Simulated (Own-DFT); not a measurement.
GaP (zincblende, strained, atoms displaced) (calculated)

A calculation, not a measurement: plane-wave PBE density functional theory by an unreviewed code, no spin, of a simulated periodic cell, stress positive in tension, free energy of the whole cell less one offset for each atom, forces on such cells passed a denser k mesh, this cell's mesh not checked; offsets are fitted by least squares, one for each functional and potential file, so energies compare only between cells with the same atoms and settings and are not formation energies; the far tail of each file's local potential was reset to the Coulomb form; each entry is a single point on an unrelaxed cell, so the pressure reflects the starting lattice, mostly measured values (interpolated for alloys), from which strain is counted, and rises with the displacements; printed positions are rounded, which can move forces by about a meV/angstrom; the program, named Own-DFT, is a retired in-house code; no spin-orbit coupling. Program: Own-DFT development build.

Settings shared by all entries: functional PBE; potential files PseudoDojo norm-conserving, scalar-relativistic, standard set; wave cutoff 42 hartree; occupations Fermi-Dirac; smearing width 0.1 eV; hardware one NVIDIA H100; k mesh 3 x 3 x 3 centred on Gamma.

(1) 
```xyz
64
Lattice="10.9946 0.0725 -0.1120 0.0725 11.1160 0.1381 -0.1120 0.1381 10.9741" Properties=species:S:1:pos:R:3:force_x:R:1:force_y:R:1:force_z:R:1 formula=GaP free_energy_of_cell_above_offsets=-33.501 pressure=0.54 stress_xx=-0.74 stress_yy=0.03 stress_zz=-0.92 stress_yz=2.22 stress_xz=-1.7 stress_xy=0.96 wall_time=572.1
Ga    11.0598    11.1863     0.0416      0.025     -0.281     -0.134
Ga    10.9746     2.9504     2.6899      0.577      -0.94     -0.093
Ga     2.7910     0.1059     2.6770      -0.55     -0.607      0.345
Ga     2.7368     2.9564    10.8933     -1.147      0.362      1.314
P      1.3581     1.3384     1.3381      0.224      1.425      0.221
P      1.3678     4.2765     4.1100     -0.201     -0.084      0.559
P      4.1126     1.4751     4.0682      -0.88      -0.36      0.505
P      4.1559     4.2845     1.3598     -0.966     -1.024       0.84
Ga    10.9706    11.2496     5.4710      1.111     -0.269      0.333
Ga    10.8269     2.9746     8.1467      0.891     -0.796      0.347
Ga     2.7173    11.2262     8.3372      0.448      0.259      0.194
Ga     2.7517     2.8713     5.4326     -0.179       0.12      0.548
P      1.3106     1.4740     6.8206     -0.382      0.405      0.051
P      1.2219     4.2598     9.6703      0.697      0.028     -0.796
P      3.9913     1.6437     9.6159      1.024     -1.496     -1.037
P      4.1973     4.2808     6.8761     -1.661      0.292     -1.095
Ga     0.0816     5.4887     0.0811     -0.119      0.838     -0.143
Ga     0.0325     8.3252     2.8707      0.788      0.479      -0.12
Ga     2.7752     5.6275     2.7900      0.078      -0.01     -0.119
Ga     2.8100     8.3653     0.1355      0.195      -0.64     -0.177
P      1.3929     6.9723     1.4592     -0.048      0.057     -0.229
P      1.4241     9.7879     4.2248     -0.174       0.44     -0.502
P      4.1194     7.0071     4.1804     -0.216      0.163     -0.008
P      4.1606     9.7584     1.4687     -0.071     -0.065      0.195
Ga    10.9485     5.7545     5.4800      0.246      -0.66     -0.061
Ga    -0.0096     8.6293     8.3281      0.544     -1.847      0.601
Ga     2.6891     5.5701     8.1765      0.326      0.217      1.112
Ga     2.7526     8.4587     5.5611      0.284     -0.458      0.365
P      1.4059     6.9576     6.8920     -0.497      1.381      0.295
P      1.4013     9.8737     9.7818     -0.652      0.332     -0.499
P      4.0796     7.1246     9.6761     -0.496     -0.523     -0.094
P      4.1692     9.8361     6.9650      -0.71       0.31       -0.2
Ga     5.5352    11.1535     0.2287       0.16     -0.163     -1.626
Ga     5.3730     2.8490     2.8346      1.184      0.653     -1.228
Ga     8.3000     0.1075     2.6797      -1.12     -0.343     -0.331
Ga     8.2516     2.7864     0.0021      0.013      0.339      -0.06
P      6.7760     1.4654     1.3018      0.777       0.24      1.232
P      6.8344     4.2640     4.1119       0.11     -0.129     -0.103
P      9.6022     1.4598     4.0317     -0.224      1.265     -0.197
P      9.6945     4.2797     1.3230     -1.148     -0.295      0.133
Ga     5.4096     0.1437     5.4514      0.874     -0.281      0.331
Ga     5.4088     2.9987     8.1935      1.031     -1.008      1.235
Ga     8.2140    11.2190     8.3442      0.517      0.623     -0.912
Ga     8.2209     2.8736     5.4374      0.045      0.086      0.156
P      6.8003     1.6026     6.8429     -0.066     -0.764     -0.083
P      6.8251     4.3175     9.6057     -0.011      0.495     -0.129
P      9.4826     1.5684     9.5528      0.119     -0.181       -0.2
P      9.5398     4.3326     6.8700     -0.137      0.401     -1.142
Ga     5.5019     5.5218     0.0674      1.189      0.929     -0.922
Ga     5.4629     8.3095     2.7630      0.852      0.301      0.394
Ga     8.2247     5.6204     2.7407      0.797      0.098      0.323
Ga     8.3372     8.3860     0.1114     -0.052     -0.046     -0.664
P      6.9522     6.9963     1.4074     -0.886      0.057     -0.233
P      6.8743     9.8259     4.1853     -0.339      0.352     -0.595
P      9.6868     7.1525     4.1224     -1.125     -1.009     -0.094
P      9.7058     9.7950     1.4414     -0.174      0.236     -0.302
Ga     5.4981     5.6568     5.5049      0.196      0.027     -0.064
Ga     5.4707     8.4662     8.3094      0.226     -0.414      0.023
Ga     8.2990     5.7984     8.2385     -1.338     -0.938     -0.138
Ga     8.2755     8.5070     5.4553     -0.512     -0.751      0.654
P      6.7683     7.0085     6.9200      0.941      0.907     -0.438
P      6.8901     9.8480     9.5712     -0.778      0.005      1.575
P      9.5197     7.0772     9.6124      1.325      1.435      0.519
P      9.6599     9.8569     6.8033     -0.957      0.826      0.368
```

Units: free_energy_of_cell_above_offsets in eV; pressure, stress_xx, stress_yy, stress_zz, stress_yz, stress_xz, stress_xy in GPa; wall_time in s; force_x, force_y, force_z in eV/Å.

(2) 
```xyz
64
Lattice="11.0676 0.0692 0.0405 0.0692 10.7929 -0.0206 0.0405 -0.0206 11.0826" Properties=species:S:1:pos:R:3:force_x:R:1:force_y:R:1:force_z:R:1 formula=GaP free_energy_of_cell_above_offsets=-33.751 pressure=1.36 stress_xx=-0.83 stress_yy=-2.5 stress_zz=-0.74 stress_yz=-0.22 stress_xz=0.27 stress_xy=0.84 wall_time=527.8
Ga    11.0056     0.0810     0.0631      0.748      0.139     -0.682
Ga    11.0454     2.8313     2.8223      0.597     -1.524      0.088
Ga     2.9122    10.7905     2.7363     -0.911     -0.465          0
Ga     2.8569     2.7014     0.0207     -0.792      0.256      -0.19
P      1.4848     1.2544     1.3102     -0.788      0.919      0.669
P      1.3216     4.0227     4.2313      0.958      0.049      -0.89
P      4.1108     1.3060     4.1281        0.9      0.862      0.083
P      4.1740     4.0039     1.4898     -0.263       1.25     -1.099
Ga     0.1078     0.0277     5.5355     -0.747     -0.877     -0.289
Ga     0.0971     2.6984     8.2703      -0.32     -0.186     -0.111
Ga     2.8294    10.7461     8.1894      0.272      0.413      1.148
Ga     2.8072     2.6716     5.5044       -0.3      0.088      0.233
P      1.4418     1.2910     6.8806      0.024      0.984      0.257
P      1.3680     4.0634     9.6907      1.191     -0.309      0.122
P      4.1750     1.3760     9.6941     -0.135     -1.021     -0.173
P      4.0987     4.0482     6.9550      0.962     -0.463     -0.568
Ga     0.0469     5.3800     0.0356     -0.254      0.557     -0.205
Ga    11.0656     8.0629     2.7466      0.881      1.904     -0.318
Ga     2.7800     5.3949     2.8008      0.071     -0.036      0.524
Ga     2.7534     8.1339     0.0404      0.699      0.578     -0.723
P      1.4700     6.8226     1.4101     -0.298     -1.278     -0.277
P      1.4825     9.4035     4.1096     -0.468      0.215     -0.509
P      4.2754     6.7744     4.1945     -0.857      0.126     -0.776
P      4.2767     9.4532     1.4327     -0.541     -0.251     -0.688
Ga    11.0857     5.4863     5.5435     -0.044      0.052     -0.289
Ga     0.1055     8.0800     8.2278     -0.276     -0.371      0.011
Ga     2.8539     5.3854     8.3145     -0.914      0.282      0.327
Ga     2.8313     8.1333     5.4931      0.151     -0.274      0.321
P      1.4647     6.6318     6.7768      0.324      1.166      1.166
P      1.4543     9.4618     9.6311      0.025      -0.35       0.34
P      4.2009     6.7388     9.7070     -0.015      0.372     -0.036
P      4.2192     9.5004     6.8795      0.693     -1.197       0.16
Ga     5.5839    10.7991     0.0310     -0.217     -0.336     -1.154
Ga     5.5346     2.7088     2.7286      0.935     -0.818      0.787
Ga     8.4322    10.7752     2.7767     -0.408       0.63     -0.424
Ga     8.2862     2.7625     0.0991      0.289     -0.491     -0.918
P      6.9066     1.3016     1.2848      0.559      0.582      1.626
P      7.0364     4.0255     4.1807     -1.215      0.559     -0.499
P      9.6931     1.3098     4.1984      0.266      0.897     -0.196
P      9.7324     4.0526     1.4034     -0.244      0.541     -0.139
Ga     5.5044     0.0712     5.5539      0.645     -0.279     -0.157
Ga     5.5158     2.7089     8.3632      0.357      0.085     -0.342
Ga     8.3332     0.0547     8.3482     -0.309      0.113      0.232
Ga     8.3607     2.7895     5.5670      0.091     -1.083      0.222
P      6.9246     1.3835     6.9567      0.101      0.363     -0.144
P      6.9414     4.0089     9.7540      0.151      0.692     -0.385
P      9.7651     1.3924     9.6925     -0.453       0.54      0.194
P      9.7945     4.1147     6.8383     -0.633     -0.134      1.205
Ga     5.5743     5.5010     0.0234     -0.623     -1.178     -0.286
Ga     5.5983     8.1490     2.7999      0.468     -0.393      0.067
Ga     8.3430     5.4025     2.7419     -0.179      0.276       0.11
Ga     8.4097     8.0645     0.0526     -0.602      0.625     -0.322
P      6.9055     6.7733     1.3445      0.822       0.32      0.988
P      7.0588     9.4767     4.1006     -0.873      0.028      0.578
P      9.8359     6.7969     4.0621     -1.643     -0.833      0.941
P      9.7530     9.5228     1.3431      0.063     -0.922      0.479
Ga     5.4987     5.4060     5.5298      1.005     -0.556      0.646
Ga     5.7033     8.0130     8.3022     -0.997      1.424      0.762
Ga     8.3141     5.4301     8.2769      0.437       -0.8      0.634
Ga     8.4139     8.1313     5.4606      0.057      0.004      0.654
P      6.9823     6.7613     6.9732       0.32     -0.429     -1.846
P      7.0691     9.4513     9.7143     -0.414     -0.261      0.058
P      9.7042     6.7433     9.7155      0.958     -0.148     -0.354
P      9.7242     9.5515     6.9415      0.716     -0.631     -0.646
```

Units: free_energy_of_cell_above_offsets in eV; pressure, stress_xx, stress_yy, stress_zz, stress_yz, stress_xz, stress_xy in GPa; wall_time in s; force_x, force_y, force_z in eV/Å.

(3) 
```xyz
64
Lattice="10.9151 0.0592 -0.0620 0.0592 10.9582 0.1734 -0.0620 0.1734 11.0324" Properties=species:S:1:pos:R:3:force_x:R:1:force_y:R:1:force_z:R:1 formula=GaP free_energy_of_cell_above_offsets=-33.344 pressure=1.75 stress_xx=-2.12 stress_yy=-1.88 stress_zz=-1.24 stress_yz=2.54 stress_xz=-0.98 stress_xy=0.58 wall_time=536.5
Ga    10.9495    11.0111     0.1543      0.517      0.164     -0.089
Ga     0.0227     2.8361     2.8406      0.285      -0.47     -0.403
Ga     2.7442    10.9890     2.9344      1.019     -0.053      0.024
Ga     2.7561     2.7266     0.0646     -0.122      0.098     -0.715
P      1.4129     1.4097     1.4327     -0.964      0.001     -0.185
P      1.3662     4.2120     4.1493      0.276      0.062       0.43
P      4.0829     1.4858     4.1860     -0.105     -0.482     -0.552
P      4.0542     4.1520     1.3531      0.639     -0.041      0.716
Ga    -0.0211     0.1004     5.5169      0.142      0.322     -0.471
Ga     0.0417     2.9529     8.3967     -0.024     -0.435     -0.333
Ga     2.7160    11.0474     8.4543      0.171      0.512      0.381
Ga     2.6998     2.8085     5.5181     -0.144      0.137       0.62
P      1.3053     1.4098     6.9501     -0.009      1.258     -0.196
P      1.3336     4.3877     9.7700      0.763      -0.87     -0.767
P      4.0356     1.5941     9.6016     -0.063     -0.634      0.181
P      4.0447     4.3099     6.9451      0.391     -0.966     -0.659
Ga    -0.0054     5.6537    11.1060     -0.566      0.373      0.763
Ga    10.8940     8.3734     2.8509      1.066     -0.346     -0.002
Ga     2.7999     5.5330     2.7940     -0.372      0.021      -0.25
Ga     2.7260     8.3441    11.1180      0.376      0.576     -0.146
P      1.4383     6.9047     1.4388       -0.9     -0.223      0.689
P      1.4288     9.6675     4.3311     -0.881      0.097     -0.594
P      4.0812     6.9593     4.1294      0.246     -0.194      0.914
P      4.1568     9.6431     1.4114       -0.1     -0.389      0.798
Ga     0.0710     5.5207     5.6447     -0.659      0.278      -0.38
Ga     0.0077     8.3556     8.4761     -0.078     -0.299     -0.344
Ga     2.6827     5.6466     8.1890      1.414     -1.061      2.495
Ga     2.7620     8.3276     5.6072      0.043     -0.755      0.346
P      1.3851     6.8933     7.0674     -1.574      2.187     -1.725
P      1.3318     9.7367     9.7998       0.17      0.057      0.493
P      4.0983     6.9992     9.7131     -0.581      -0.31     -0.037
P      3.9902     9.7659     7.0063      1.221     -0.894      0.524
Ga     5.5202    11.1576    11.1577     -0.852      0.173     -0.421
Ga     5.4449     2.7584     2.7438       0.01      0.489      0.099
Ga     8.2058    11.0236     2.9985      0.464      0.307     -1.084
Ga     8.2165     2.8015     0.0214      0.606     -1.119      0.667
P      6.7458     1.3558     1.3565      1.087      0.623      0.362
P      6.8653     4.2402     4.1314     -1.001     -0.567      0.341
P      9.5501     1.5381     4.0483     -0.546     -0.271      1.012
P      9.5644     4.1483     1.4314     -0.226      0.821     -0.436
Ga     5.4774    11.0401     5.7066     -0.363     -0.085     -0.497
Ga     5.4510     2.9021     8.2470     -0.255      0.268      0.439
Ga     8.1398     0.2104     8.1699      0.827      0.066      0.192
Ga     8.1140     2.9178     5.6269      0.181     -0.788     -1.687
P      6.7271     1.5181     6.8148      0.158     -0.114      0.585
P      6.7750     4.2041     9.8022     -0.335      1.187     -1.777
P      9.5618     1.6117     9.6236     -0.738     -0.055     -0.048
P      9.4903     4.1736     6.8538      1.018      1.085      0.901
Ga     5.4896     5.5026     0.0611      0.003      -0.29     -0.055
Ga     5.5570     8.2842     2.9199     -0.687      -0.13     -1.371
Ga     8.0736     5.5791     2.7290      2.585     -0.837      1.407
Ga     8.1865     8.2842     0.1202       0.64     -0.667     -0.193
P      6.8768     6.8224     1.4594     -1.542      1.912     -1.145
P      6.7934     9.6839     4.2175      0.401      0.105       1.24
P      9.5749     7.0580     4.2306     -0.167     -1.334     -0.332
P      9.5898     9.6225     1.4499     -0.656      0.711      0.466
Ga     5.4679     5.5892     5.5654     -0.494     -0.118     -0.816
Ga     5.4810     8.3585     8.5019      0.072      0.644     -1.149
Ga     8.1287     5.6238     8.1810      0.126     -0.173      1.036
Ga     8.1992     8.3241     5.6054      0.258      0.692      0.085
P      6.7563     6.9894     6.8576       0.07      0.531      1.119
P      6.8848     9.8407     9.7860      -0.44     -0.284     -0.535
P      9.5108     7.0412     9.7032      -0.63     -0.012     -0.232
P      9.6479     9.7786     6.9626     -1.168     -0.496      0.299
```

Units: free_energy_of_cell_above_offsets in eV; pressure, stress_xx, stress_yy, stress_zz, stress_yz, stress_xz, stress_xy in GPa; wall_time in s; force_x, force_y, force_z in eV/Å.

(4) 
```xyz
64
Lattice="10.9798 0.1006 0.1567 0.1006 10.8037 -0.1366 0.1567 -0.1366 10.8446" Properties=species:S:1:pos:R:3:force_x:R:1:force_y:R:1:force_z:R:1 formula=GaP free_energy_of_cell_above_offsets=-32.149 pressure=4.19 stress_xx=-3.52 stress_yy=-4.63 stress_zz=-4.44 stress_yz=-2.78 stress_xz=3.42 stress_xy=2.56 wall_time=526.3
Ga     0.2636    10.6284    10.6597     -0.564      0.173      1.292
Ga     0.1073     2.5424     2.6634     -0.421      1.269      0.176
Ga     2.8430     0.0201     2.7066     -0.011     -0.355      0.348
Ga     2.7802     2.7207     0.0318      0.163      0.434      0.262
P      1.4474     1.3023     1.3020     -0.035     -0.379      0.091
P      1.4738     4.0244     4.0339      0.466     -0.959     -0.995
P      4.1724     1.3925     4.1406      0.284      -0.18     -0.823
P      4.1950     4.1643     1.3208      0.238     -1.582      0.341
Ga     0.0933     0.0231     5.3863     -0.131     -0.556      0.305
Ga    11.0872     2.7369     8.2738      0.297      -0.12     -0.086
Ga     2.9605    10.6458     8.1108      0.307       0.78     -0.248
Ga     2.7062     2.5820     5.4163      1.111      1.525      0.166
P      1.5059     1.2956     6.7618      -0.67     -0.958      1.373
P      1.5345     3.9087     9.5474      0.933     -1.198     -1.816
P      4.3037     1.3460     9.5498      0.142     -0.863     -0.412
P      4.2299     4.0288     6.8269      0.065     -0.942      -1.17
Ga     0.2904     5.1445    10.7769      -1.35      2.261      1.268
Ga     0.1166     8.0072     2.6791      0.326      1.203     -0.407
Ga     2.8626     5.3732     2.6627     -0.115      0.695       0.91
Ga     2.9936     7.9353    10.7306      0.121      0.049      0.629
P      1.5289     6.7324     1.3464     -0.634     -0.127     -0.643
P      1.6217     9.4463     4.0293     -0.652     -0.072     -0.914
P      4.2259     6.8048     4.0868      0.017     -0.987     -0.829
P      4.2988     9.4185     1.2804     -0.316      0.137      -0.35
Ga     0.1849     5.3020     5.3185     -1.204      0.939      0.657
Ga    11.1056     8.1620     8.1602      0.122     -0.394      0.563
Ga     2.8509     5.2621     8.1292     -1.098      0.078     -0.541
Ga     2.8936     8.0613     5.4071     -0.019      0.557      0.456
P      1.5129     6.7155     6.7031      0.006     -0.737       0.31
P      1.5833     9.3193     9.4621      0.458     -0.749     -1.171
P      4.1976     6.5079     9.3768      1.708      1.748      0.395
P      4.3447     9.4163     6.6921      0.176     -0.034      0.141
Ga     5.6790    -0.0856    10.9175     -0.394       0.59       0.39
Ga     5.5586     2.7415     2.7737     -0.893      1.408      0.759
Ga     8.2004     0.0777     2.8289      0.376     -0.506      0.278
Ga     8.2547     2.7365     0.0951     -0.071      0.733      0.223
P      6.8463     1.4723     1.5374      0.777     -1.232     -1.576
P      7.0834     4.1095     4.0797     -1.068     -0.309      0.146
P      9.6628     1.4119     4.1971      0.151     -0.857      -0.64
P      9.6806     4.1810     1.4868      1.096      -2.01     -1.135
Ga     5.5921     0.0861     5.4409     -0.288     -0.515      0.701
Ga     5.6874     2.6991     8.1412     -1.757      1.508      1.458
Ga     8.4269     0.0147     8.2116     -0.667      0.003       0.52
Ga     8.3441     2.7212     5.4744     -1.242     -0.369       0.53
P      6.8567     1.3650     6.9807      2.443     -1.455     -2.341
P      7.0865     4.0293     9.4647     -0.347     -0.809      1.116
P      9.8479     1.2894     9.6482     -0.695      0.214     -0.566
P      9.7075     3.9493     6.7886      1.112       0.93      0.431
Ga     5.6416     5.3263    10.8109      0.569       0.39     -0.335
Ga     5.5980     8.0885     2.7134      0.084      0.283      0.181
Ga     8.4058     5.4302     2.7170     -0.929      1.655       0.89
Ga     8.2475     8.1551     0.0460     -0.008      0.073     -0.483
P      6.9215     6.7749     1.3622       0.08     -0.511     -0.013
P      7.0183     9.4021     4.1056     -0.113      0.774     -0.712
P      9.7011     6.8857     4.1494      0.227     -1.514     -0.008
P      9.6511     9.4909     1.3252      0.753      0.287      0.659
Ga     5.5496     5.3734     5.3538      0.489      0.214      0.767
Ga     5.8072     8.0589     8.0424     -2.008      0.728      1.171
Ga     8.4529     5.2861     8.1794      0.119      1.272     -0.328
Ga     8.3916     8.1715     5.4938      -0.96     -0.823      0.128
P      7.0056     6.7284     6.8387      1.353     -1.535     -1.504
P      7.0866     9.4097     9.4538      0.794     -0.124     -0.199
P      9.8157     6.7005     9.5519      0.334     -0.359     -0.062
P      9.7714     9.4254     6.7306      0.963      1.211      0.275
```

Units: free_energy_of_cell_above_offsets in eV; pressure, stress_xx, stress_yy, stress_zz, stress_yz, stress_xz, stress_xy in GPa; wall_time in s; force_x, force_y, force_z in eV/Å.
